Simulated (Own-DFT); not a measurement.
# Strain and stress in wurtzite GaN, 72 atoms (Ga36N36)

No measurement is shown. These are fixed-geometry runs of a retired plane-wave code named Own-DFT, which no person has reviewed; spin and spin-orbit coupling are neglected.

Common settings: PBE; PseudoDojo norm-conserving scalar-relativistic files; cutoff 42 hartree; 4 x 4 x 3 k mesh centred on Gamma; Fermi-Dirac smearing of 0.1 eV.

Limits: forces not confirmed at this smearing and k mesh; stress not checked against mesh or cutoff.

Unstrained cell vectors in Å: (9.567, 0.000, 0.000); (-4.783, 8.285, 0.000); (0.000, 0.000, 10.370). The unstrained cell has measured lattice constants (interpolated for alloys), not those of this functional. That, the random moves and any unrelaxed bonds set the pressure at no strain. Each run strains this cell uniformly, with the atoms carried along. Each atom got a random Gaussian move of width 0.05 Å along each axis. Stress is counted positive in tension, P = -(s_xx + s_yy + s_zz)/3, and strain components are those of the symmetric tensor.

```
run,e_xx (%),e_yy (%),e_zz (%),e_yz (%),e_xz (%),e_xy (%),s_xx (GPa),s_yy (GPa),s_zz (GPa),s_yz (GPa),s_xz (GPa),s_xy (GPa),P (GPa),E (meV/atom)
1,1.59,1.36,-0.24,-0.99,-1.19,-1.41,-0.53,0.30,-7.66,-1.65,-1.95,-3.37,2.63,17.5
2,0.19,-1.00,-0.93,-1.11,1.50,-1.10,-11.22,-11.06,-13.25,-2.18,3.59,-3.82,11.84,56.2
3,0.68,-1.87,1.22,-1.40,0.04,1.26,-4.69,-15.59,-3.22,-3.85,-0.13,3.45,7.84,24.3
4,0.72,-0.03,0.91,-1.56,-0.49,0.89,-4.75,-3.97,-4.44,-2.94,-0.65,3.45,4.38,11.6
5,1.15,1.17,1.99,-1.48,-1.03,0.30,0.73,-1.37,2.25,-2.25,-1.90,0.99,-0.54,0.0
6,1.17,1.82,0.75,-1.95,1.97,0.41,-1.42,1.21,-2.63,-4.03,4.46,2.02,0.95,21.7
7,-1.85,-1.33,-0.74,1.29,-1.24,-0.63,-18.48,-16.90,-13.61,3.35,-3.15,-2.07,16.33,54.2
8,-1.08,1.67,1.03,1.83,-1.99,0.41,-8.88,-2.75,-2.10,3.29,-3.88,1.39,4.58,23.9
9,-0.54,0.76,0.05,0.38,-1.79,-0.99,-8.23,-4.83,-8.37,1.48,-4.23,-2.38,7.14,20.9
10,1.97,0.75,-0.37,-0.02,-0.53,1.66,1.81,-3.37,-8.16,-0.62,-0.97,3.76,3.24,11.7
11,-0.12,-0.28,-1.18,-1.70,-0.47,-0.36,-9.15,-11.91,-11.83,-4.28,-1.35,-2.23,10.96,30.1
12,-1.12,1.91,0.48,0.20,0.09,1.39,-8.28,-1.17,-6.83,0.64,1.40,4.77,5.43,26.8
13,-1.50,-0.24,-1.05,-1.63,0.78,-1.78,-15.93,-11.18,-14.42,-3.92,2.04,-4.96,13.84,50.3
14,-1.03,0.80,0.29,1.39,0.33,-0.54,-10.59,-4.81,-6.19,2.64,-0.62,-1.84,7.20,13.0
15,-0.18,0.06,0.67,0.56,1.43,1.05,?,?,?,?,?,?,?,?
```

E is the free energy for each atom above the lowest run shown.

## Analysis

Regress every stress component on the fractional strains (shears doubled) of the visible runs, with a constant. Shear strains stay in the fit of a normal stress only where such slopes are resolved. The slopes, in GPa:

```
stress,at no strain,per e_xx,per e_yy,per e_zz,scatter
s_xx,-7.9,400 ± 27,125 ± 28,135 ± 36,1.12
s_yy,-8.0,128 ± 33,424 ± 34,50 ± 44,1.39
s_zz,-8.1,64 ± 22,61 ± 23,443 ± 30,0.93
```

The slope of each shear stress on twice its own strain, from a fit on all six strains: yz 104 ± 11, xz 102 ± 9, xy 136 ± 11 GPa. These are stiffnesses along x, y and z of the frame in which the cell vectors are given, with the crystal's c axis along z: C11, C12, C13 and C33. Hexagonal symmetry asks that xx and yy behave alike, which is a second check on the noise. These are clamped-ion slopes: internal relaxation, where symmetry allows it, would soften some. The table should be nearly symmetric about its diagonal, and what it lacks of that shows the noise. A ninth of the table's sum, 203 ± 4 GPa, estimates the bulk modulus near the mean pressure of these runs, 6.8 GPa, so it lies above the value at zero pressure.

## Check

The question: what normal stresses and pressure should run 15 give?

Estimate: s_xx = -7.6, s_yy = -7.7, s_zz = -5.3 and P = 6.9 GPa. The run itself gave -8.62, -7.74, -4.46 and P = 6.94 GPa.
